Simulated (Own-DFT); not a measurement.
Hf₃₆O₇₁ (tetragonal hafnia with one neutral oxygen vacancy, atoms displaced) (calculated)

A calculation, not a measurement: plane-wave PBE and HSE06 DFT by an unreviewed code, no spin, of a simulated cell at Gamma alone, so results move with cell size and shape, stress positive in tension, energies less offsets, not probed for a lower state with spin; hafnium file: forces about 75 meV/angstrom off all-electron values; oxygen file: force components 24 meV/angstrom off all-electron in a glass; k mesh not checked against a denser one; forces and stress are PBE's, HSE06 gives the energy alone, and its difference from PBE has offsets of its own; offsets are fitted by least squares, one for each functional and potential file, so energies compare only between cells with the same atoms and settings and are not formation energies; the far tail of each file's local potential was reset to the Coulomb form; each entry is a single point on an unrelaxed cell, so the pressure reflects the starting lattice, taken from the Materials Project, from which strain is counted, and rises with the displacements; printed positions are rounded, which can move forces by about a meV/angstrom; the program is a retired in-house code; no spin-orbit coupling. Program: Own-DFT development build.

Common to all runs: first functional PBE; second functional HSE06; exact exchange share 0.25; screening 0.11 1/bohr; exchange divergence Gygi-Baldereschi; potential files PseudoDojo norm-conserving, scalar-relativistic, made for PBE, standard set; wave cutoff 48 hartree; occupations fixed; k mesh 1 x 1 x 1 centred on Gamma.

(1) Hf₃₆O₇₁ (tetragonal hafnia with one neutral oxygen vacancy, atoms displaced)

```
cell vectors (Å)
  10.7800     0.0000     0.0000
   0.0000    10.7800     0.0000
   0.0000     0.0000    10.4493
atoms (fractions of the cell vectors)
Hf  0.00504  0.99951  0.00786
Hf  0.16710  0.16114  0.24578
O   0.00180  0.15755  0.15765
O   0.16322  0.99950  0.35444
O   0.00206  0.15865  0.40237
O   0.17052  0.99583  0.09268
Hf  0.00187  0.99737  0.50581
Hf  0.16541  0.16160  0.74477
O   0.00419  0.16532  0.64700
O   0.15658  0.00264  0.85552
O   0.00041  0.17318  0.89740
O   0.16872  0.00488  0.59997
Hf  0.00201  0.33223  0.00628
Hf  0.16287  0.49468  0.25419
O   0.00331  0.49999  0.14764
O   0.16904  0.32889  0.34964
O   0.00470  0.49303  0.39518
O   0.16552  0.33454  0.09888
Hf  0.00515  0.33618  0.50532
Hf  0.16888  0.50148  0.73891
O   0.00543  0.50265  0.65584
O   0.16867  0.33827  0.84901
O   0.99886  0.50149  0.89889
O   0.16922  0.33264  0.60468
Hf  0.00292  0.66702  0.99862
Hf  0.16400  0.84657  0.24916
O   0.00338  0.83495  0.15646
O   0.15968  0.66842  0.34988
O   0.00589  0.83058  0.40016
O   0.16757  0.66923  0.09519
Hf  0.99381  0.66567  0.49711
Hf  0.17007  0.83223  0.74896
O   0.00620  0.83401  0.64779
O   0.16489  0.66765  0.85539
O   0.99517  0.82765  0.89191
O   0.16485  0.66464  0.59060
Hf  0.33217  0.00250  0.99951
Hf  0.50394  0.16037  0.26485
O   0.33358  0.16571  0.15806
O   0.49632  0.00261  0.34781
O   0.33481  0.16494  0.41276
O   0.50304  0.00398  0.09866
Hf  0.33093  0.00407  0.49524
Hf  0.49595  0.17581  0.75484
O   0.34174  0.17111  0.65304
O   0.50801  0.00338  0.85174
O   0.33566  0.17146  0.90545
O   0.50116  0.98369  0.60208
Hf  0.32632  0.33952  0.99325
Hf  0.49032  0.49626  0.24623
O   0.33288  0.49963  0.15786
O   0.50043  0.32213  0.34820
O   0.33821  0.49608  0.40946
O   0.50735  0.33085  0.09871
Hf  0.32896  0.33123  0.50238
Hf  0.50092  0.50144  0.75640
O   0.33474  0.49081  0.65209
O   0.50293  0.33190  0.84517
O   0.33652  0.49989  0.90581
O   0.49970  0.33045  0.59838
Hf  0.33184  0.66819  0.99489
Hf  0.51135  0.83844  0.24908
O   0.32509  0.83511  0.15686
O   0.48645  0.67046  0.35567
O   0.32767  0.83162  0.40385
O   0.49614  0.66048  0.09458
Hf  0.33539  0.65907  0.49389
Hf  0.49390  0.83121  0.75183
O   0.49769  0.66446  0.83871
O   0.33481  0.84053  0.90474
O   0.49756  0.67264  0.59055
Hf  0.66575  0.99692  0.99611
Hf  0.83208  0.17278  0.25124
O   0.65889  0.16611  0.15009
O   0.83767  0.99899  0.33881
O   0.66903  0.16563  0.40563
O   0.82857  0.00320  0.10129
Hf  0.66443  0.00206  0.49111
Hf  0.83123  0.16775  0.75540
O   0.66656  0.16528  0.65215
O   0.83433  0.00431  0.84623
O   0.66644  0.16512  0.89899
O   0.83242  0.99943  0.59980
Hf  0.66696  0.33182  0.00175
Hf  0.83899  0.49549  0.24784
O   0.66401  0.49941  0.14934
O   0.83129  0.33297  0.34309
O   0.67439  0.49118  0.40987
O   0.83664  0.33582  0.09617
Hf  0.66137  0.32741  0.50066
Hf  0.82429  0.49901  0.75491
O   0.66617  0.49255  0.64879
O   0.82708  0.34245  0.84443
O   0.66345  0.49672  0.90408
O   0.82611  0.33223  0.60212
Hf  0.66432  0.65720  0.99672
Hf  0.83692  0.83260  0.25032
O   0.66140  0.84259  0.15062
O   0.83387  0.67305  0.34530
O   0.66395  0.83614  0.40762
O   0.83955  0.67641  0.10265
Hf  0.65505  0.65996  0.50495
Hf  0.82856  0.82870  0.74948
O   0.66845  0.83645  0.64329
O   0.82222  0.66054  0.84527
O   0.67374  0.83853  0.90132
O   0.83618  0.66816  0.59074
```

It finds PBE energy of cell above offsets -96.443 eV; HSE06 less PBE above offsets 0.071 eV; PBE pressure 2.43 GPa; PBE stress xx -1.33 GPa; PBE stress yy -3.26 GPa; PBE stress zz -2.71 GPa; PBE stress yz -0.22 GPa; PBE stress xz 0.39 GPa; PBE stress xy 0.05 GPa.

Force:
```tsv
element	x (eV/Å)	y (eV/Å)	z (eV/Å)
Hf	-2.444	-0.28	-1.863
Hf	0.328	0.621	1.372
O	-0.089	0.439	-1.151
O	0.64	1.25	-0.499
O	-0.244	1.952	0.291
O	-0.647	0.597	1.548
Hf	-1.284	-0.38	-0.407
Hf	0.007	0.683	0.956
O	-0.507	0.333	0.56
O	0.644	-0.447	-0.905
O	-0.113	-0.254	1.024
O	0.82	-0.267	0.644
Hf	0.229	1.051	-2.306
Hf	-0.051	1.872	0.044
O	-0.3	-0.196	0.446
O	0.069	-0.207	0.194
O	-0.591	0.258	0.473
O	0.258	-0.269	0.445
Hf	-1.487	-1.568	0.104
Hf	-0.612	0.423	1.934
O	-1.584	-0.657	-1.199
O	0.453	-0.459	-0.185
O	-0.195	-0.328	0.897
O	-0.642	0.03	-0.557
Hf	0.353	-0.197	-0.288
Hf	0.922	-3.109	1.397
O	-0.545	0.802	-1.416
O	0.636	-1.235	-1.24
O	-0.751	0.802	0.352
O	0.18	-0.477	-0.106
Hf	1.488	0.701	-0.704
Hf	-0.689	-0.266	0.054
O	-0.432	-0.028	0.373
O	0.943	-0.02	-1.514
O	-0.099	0.584	1.448
O	0.787	0.011	1.125
Hf	2.202	0.63	0.591
Hf	-0.401	1.504	-4.054
O	-0.106	-0.18	0.195
O	0.262	-1.791	1.375
O	-0.256	0.68	-1.324
O	-1.335	-0.691	0.133
Hf	0.988	-2.624	1.625
Hf	1.947	-2.45	-0.717
O	-1.96	-0.392	-0.04
O	-0.971	-0.618	-0.55
O	-0.217	-0.491	-0.315
O	-1.249	0.289	-1.157
Hf	0.826	-1.461	1.347
Hf	1.813	-0.296	0.72
O	-1.113	-0.365	-0.626
O	-0.169	2.373	0.569
O	-0.15	-1.024	-1.412
O	-1.978	1.022	-0.477
Hf	1.37	-0.212	0.577
Hf	-0.185	-1.847	-1.793
O	0.819	0.613	0.147
O	-0.164	1.87	1.104
O	0.475	0.872	-0.743
O	-0.336	0.198	-0.15
Hf	-1.308	0.852	1.299
Hf	-2.656	-0.641	0.514
O	2.288	0.126	-0.576
O	1.536	-0.979	-1.734
O	-0.057	0.869	1.124
O	0.55	0.337	-0.111
Hf	-1.525	2.431	0.102
Hf	0.606	2.79	-1.589
O	0.364	0.631	1.387
O	0.209	-1.073	-0.811
O	-0.871	-0.175	2.133
Hf	0.153	1.256	0.459
Hf	-0.471	-2.306	-0.642
O	1.662	0.506	0.976
O	-0.532	0.593	1.072
O	0.035	-0.036	-1.534
O	1.2	-0.098	-0.996
Hf	0.728	-1.462	3.418
Hf	-0.359	-0.119	-1.03
O	-0.694	0.003	0.125
O	0.272	-0.845	0.166
O	0.616	1.091	0.487
O	0.215	0.126	-0.808
Hf	-0.394	-1.473	0.275
Hf	-1.109	1.425	0.263
O	0.848	0.595	0.501
O	0.469	0.166	0.505
O	-0.588	1.468	-0.92
O	-0.288	-0.33	0.571
Hf	0.518	0.555	1.216
Hf	1.792	-0.161	-1.725
O	-1.3	1.352	0.903
O	0.035	-1.853	1.204
O	-0.526	0.371	-0.768
O	1.907	0.066	-1.023
Hf	1.266	1.689	1.201
Hf	-0.277	0.448	-0.49
O	1.416	-0.937	-0.112
O	0.113	-1.996	0.181
O	-0.463	-1.114	-1.634
O	-1.401	-0.683	-1.085
Hf	2.549	0.879	-1.28
Hf	0.388	1.441	-0.546
O	-0.275	-1.271	1.635
O	-0.362	0.762	0.53
O	-0.271	-2.415	-0.26
O	-1.568	-0.245	1.068
```

(2) Hf₃₆O₇₁ (tetragonal hafnia with one neutral oxygen vacancy, atoms displaced)

```
cell vectors (Å)
  10.7800     0.0000     0.0000
   0.0000    10.7800     0.0000
   0.0000     0.0000    10.4493
atoms (fractions of the cell vectors)
Hf  0.99933  0.00103  0.00102
Hf  0.16967  0.16507  0.24656
O   0.00263  0.16920  0.15489
O   0.16324  0.00373  0.34532
O   0.00378  0.16956  0.39960
O   0.16558  0.99449  0.09553
Hf  0.00163  0.00206  0.50000
Hf  0.16628  0.16871  0.75106
O   0.99711  0.16458  0.64834
O   0.16311  0.99955  0.84055
O   0.99883  0.16647  0.90567
O   0.16414  0.00170  0.59684
Hf  0.99841  0.33425  0.00045
Hf  0.16558  0.49703  0.25142
O   0.00365  0.49803  0.15085
O   0.16775  0.33439  0.34343
O   0.99850  0.49878  0.40494
O   0.16614  0.33187  0.09223
Hf  0.00237  0.33147  0.50105
Hf  0.16790  0.50195  0.75268
O   0.99716  0.50109  0.64912
O   0.16770  0.33504  0.84724
O   0.99394  0.49823  0.89714
O   0.16710  0.33566  0.59929
Hf  0.99615  0.66702  0.99923
Hf  0.17186  0.83384  0.25346
O   0.99540  0.83295  0.15262
O   0.16504  0.67086  0.35006
O   0.00322  0.83453  0.39574
O   0.16550  0.66568  0.10275
Hf  0.00003  0.66362  0.50261
Hf  0.16909  0.83592  0.75372
O   0.99888  0.83542  0.65235
O   0.16072  0.66527  0.84850
O   0.99637  0.83791  0.89563
O   0.16905  0.66612  0.59859
Hf  0.33213  0.00362  0.99829
Hf  0.50250  0.16826  0.25209
O   0.33294  0.17057  0.15213
O   0.49815  0.00199  0.34895
O   0.33278  0.16504  0.39801
O   0.50016  0.00065  0.10191
Hf  0.33019  0.00168  0.49870
Hf  0.50321  0.16887  0.75050
O   0.32881  0.16788  0.65318
O   0.49894  0.99847  0.84669
O   0.33311  0.16769  0.89834
O   0.50295  0.00032  0.59780
Hf  0.33054  0.33699  0.00113
Hf  0.50130  0.49723  0.25199
O   0.33404  0.49763  0.15467
O   0.50040  0.33722  0.34231
O   0.33800  0.50172  0.40010
O   0.50022  0.32878  0.09966
Hf  0.33457  0.32985  0.49583
Hf  0.49870  0.49735  0.75280
O   0.33417  0.50135  0.64719
O   0.50317  0.33490  0.85004
O   0.33301  0.49808  0.90086
O   0.50432  0.33387  0.60086
Hf  0.33696  0.66423  0.99466
Hf  0.49967  0.83131  0.25434
O   0.33412  0.83512  0.15207
O   0.49905  0.66673  0.34913
O   0.49996  0.66741  0.09517
Hf  0.33436  0.66485  0.49933
Hf  0.50093  0.83582  0.75023
O   0.33550  0.83744  0.65454
O   0.49786  0.66152  0.85079
O   0.32984  0.83211  0.90618
O   0.49806  0.66825  0.59844
Hf  0.67317  0.00114  0.00043
Hf  0.83558  0.16798  0.25015
O   0.66677  0.16949  0.15238
O   0.83537  0.00254  0.35077
O   0.66876  0.16696  0.40510
O   0.82827  0.99621  0.09948
Hf  0.66412  0.00391  0.49960
Hf  0.82941  0.16346  0.75377
O   0.66557  0.16614  0.65750
O   0.82941  0.99764  0.84553
O   0.66660  0.16799  0.90722
O   0.83443  0.00228  0.59320
Hf  0.66720  0.33027  0.00312
Hf  0.83482  0.50468  0.25429
O   0.66730  0.50222  0.15544
O   0.83353  0.33573  0.34297
O   0.66637  0.50062  0.40053
O   0.83441  0.33290  0.10076
Hf  0.66524  0.34012  0.49990
Hf  0.83391  0.50448  0.74958
O   0.66356  0.49741  0.65513
O   0.83417  0.33314  0.84209
O   0.66813  0.50029  0.90290
O   0.83662  0.33575  0.59995
Hf  0.66607  0.66590  0.99924
Hf  0.83031  0.83419  0.25710
O   0.66308  0.83229  0.15171
O   0.83805  0.67102  0.34498
O   0.66940  0.83391  0.40132
O   0.83019  0.66900  0.09488
Hf  0.66126  0.66624  0.50339
Hf  0.83568  0.83494  0.74940
O   0.66415  0.83207  0.65709
O   0.83478  0.66723  0.84954
O   0.66532  0.83202  0.90359
O   0.83471  0.67145  0.59971
```

It finds PBE energy of cell above offsets -101.052 eV; HSE06 less PBE above offsets -0.147 eV; PBE pressure 0.77 GPa; PBE stress xx 0.5 GPa; PBE stress yy -1.44 GPa; PBE stress zz -1.37 GPa; PBE stress yz 0.18 GPa; PBE stress xz 0.57 GPa; PBE stress xy 0.03 GPa.

Force:
```tsv
element	x (eV/Å)	y (eV/Å)	z (eV/Å)
Hf	-0.134	-0.986	0.398
Hf	-0.503	0.358	0.258
O	-0.414	-0.416	-0.491
O	0.885	-0.464	0.353
O	-0.194	-0.085	0.216
O	0.147	0.646	-0.25
Hf	-0.569	-0.44	-0.571
Hf	-0.484	0.153	-0.526
O	0.357	0.234	0.808
O	0.269	0.719	1.021
O	-0.029	-0.09	-0.233
O	0.867	-0.13	-0.194
Hf	-0.366	0.319	-0.236
Hf	0.322	1.641	-0.535
O	-0.847	0.046	0.134
O	0.358	-0.488	0.577
O	0.149	0.164	-0.497
O	-0.052	0.147	0.415
Hf	-0.625	-0.093	0.372
Hf	-0.48	-0.162	-1.094
O	0.855	0.367	0.382
O	-0.133	-0.079	0.093
O	0.309	0.182	0.597
O	0.295	-0.16	-0.585
Hf	0.541	0.538	0.423
Hf	-1.441	-0.431	-0.824
O	0.403	0.139	-0.265
O	0.712	-1.059	0.214
O	-0.268	-0.01	1.263
O	0.314	0.012	-0.977
Hf	0.556	1.084	-0.306
Hf	-0.627	-0.804	-0.919
O	0.669	-0.079	-0.192
O	0.278	0.306	0.144
O	0.209	-0.369	0.868
O	-0.147	0.032	-0.004
Hf	1.096	-0.459	0.66
Hf	-0.2	-0.71	-1.145
O	0.242	-0.333	-0.258
O	-0.129	-0.469	0.309
O	0.171	0.553	0.428
O	-0.11	0.465	-0.8
Hf	0.369	-0.877	0.378
Hf	-1.099	-0.361	0.286
O	1.117	0.136	-0.457
O	-0.127	0.685	0.058
O	-0.169	0.126	0.466
O	-0.973	0.247	-0.074
Hf	0.601	-0.862	0.174
Hf	-0.289	1.259	-1.206
O	-0.063	-0.253	-0.418
O	0.043	-1.19	1.525
O	-0.27	-0.634	0.361
O	-0.071	0.384	-0.331
Hf	-0.418	0.779	0.814
Hf	0.004	0.215	-0.222
O	0.043	-0.207	0.693
O	-0.138	-0.446	-0.018
O	-0.213	0.198	-0.346
O	-1.028	-0.392	-0.712
Hf	-0.553	0.502	1.539
Hf	0.078	0.768	-1.213
O	0.342	-0.096	0.95
O	-0.059	0.013	0.323
O	-0.421	-0.225	0.321
Hf	-0.627	0.452	-0.027
Hf	0.14	-0.431	0.436
O	-0.408	0.053	-0.407
O	-0.241	0.776	-0.517
O	-0.142	0.339	-0.476
O	0.267	-0.046	-0.037
Hf	-1.923	-1.144	0.322
Hf	0.027	0.102	0.276
O	0.366	-0.072	0.359
O	-0.138	0.183	-0.471
O	-0.452	0.85	-0.128
O	1.335	0.705	-0.003
Hf	0.774	-0.651	0.078
Hf	0.947	0.904	-0.957
O	0.314	-0.077	-0.343
O	-0.165	0.687	0.676
O	0.081	-0.357	-0.679
O	-0.746	-0.2	0.577
Hf	0.047	1.07	0.087
Hf	0.147	-0.39	-1.055
O	0.07	-0.197	0.049
O	-0.178	-0.167	0.587
O	0.096	0.585	0.428
O	-0.081	-0.074	-0.635
Hf	1.432	-0.771	0.558
Hf	0.129	-0.825	0.214
O	0.328	0.446	-0.67
O	-0.189	-0.228	0.639
O	0.033	-0.393	0.196
O	-0.986	-0.074	-1.002
Hf	-0.105	0.236	0.212
Hf	0.565	0.753	-1.207
O	0.366	0.008	0.556
O	-0.198	-1.135	0.868
O	-0.276	-0.184	0.587
O	0.521	-0.503	0.358
Hf	0.558	0.788	0.1
Hf	-0.068	-0.765	-0.215
O	0.427	-0.07	-0.583
O	0.002	0.39	-0.27
O	-0.067	0.286	-0.029
O	-0.939	-0.418	-0.375
```
